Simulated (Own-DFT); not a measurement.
# How strain changes the stress of wurtzite AlN, 72 atoms (Al36N36)

These are calculations, not measurements. The program, named Own-DFT, is a retired in-house plane-wave density functional code that no person has reviewed. Each row is one single-point run on a periodic cell that was not relaxed, without spin or spin-orbit coupling.

Settings of every run: PBE; PseudoDojo norm-conserving scalar-relativistic files; cutoff 42 hartree; 4 x 4 x 3 k mesh centred on Gamma; Gaussian smearing of 0.01 eV.

Known limits: k mesh not checked against a denser one; stress not checked against mesh or cutoff.

Unstrained cell vectors in Å: (9.336, 0.000, 0.000); (-4.668, 8.085, 0.000); (0.000, 0.000, 9.964). The unstrained cell has measured lattice constants (interpolated for alloys), not those of this functional. That, the random moves and any unrelaxed bonds set the pressure at no strain. Each run strains this cell uniformly, with the atoms carried along. Every atom was also moved at random, by a Gaussian of width 0.05 Å on each axis. Strain is the symmetric tensor, in per cent. Stress is positive in tension, and the pressure is minus a third of its trace.

```
run,e_xx (%),e_yy (%),e_zz (%),s_xx (GPa),s_yy (GPa),s_zz (GPa),P (GPa),E (meV/atom)
1,0.00,0.00,3.00,-4.56,-3.63,7.33,0.29,26.2
2,0.00,0.00,1.50,-3.79,-4.60,0.49,2.63,9.0
3,0.00,0.00,-0.75,-7.33,-7.24,-8.32,7.63,38.6
4,0.00,0.00,2.25,-4.00,-4.40,5.54,0.96,0.0
5,0.00,0.00,-2.00,-3.45,-8.73,-17.99,10.05,25.4
6,0.00,0.00,1.75,-4.27,-5.30,2.95,2.21,7.9
7,0.00,0.00,-1.25,-8.03,-7.61,-10.03,8.56,29.3
8,0.00,0.00,0.75,-2.52,-5.14,-3.72,3.79,2.9
9,0.00,0.00,-1.00,?,?,?,?,?
```

E is the free energy for each atom above the lowest run shown.

## Worked fit

The change of volume is close to e_xx + e_yy + e_zz. A straight line through the runs shown gives P = 5.87 - 206 x (fractional change of volume) GPa, with an error of 8 on the slope and a scatter of 0.37 GPa. The strain isn't the same on all axes and the cell isn't cubic, so the slope belongs to this path and is not the bulk modulus.

## Withheld run

Question: what pressure should run 9 give? Its volume changes by -1.00 %.

The line gives 7.9 GPa. The calculation gave 7.99 GPa.
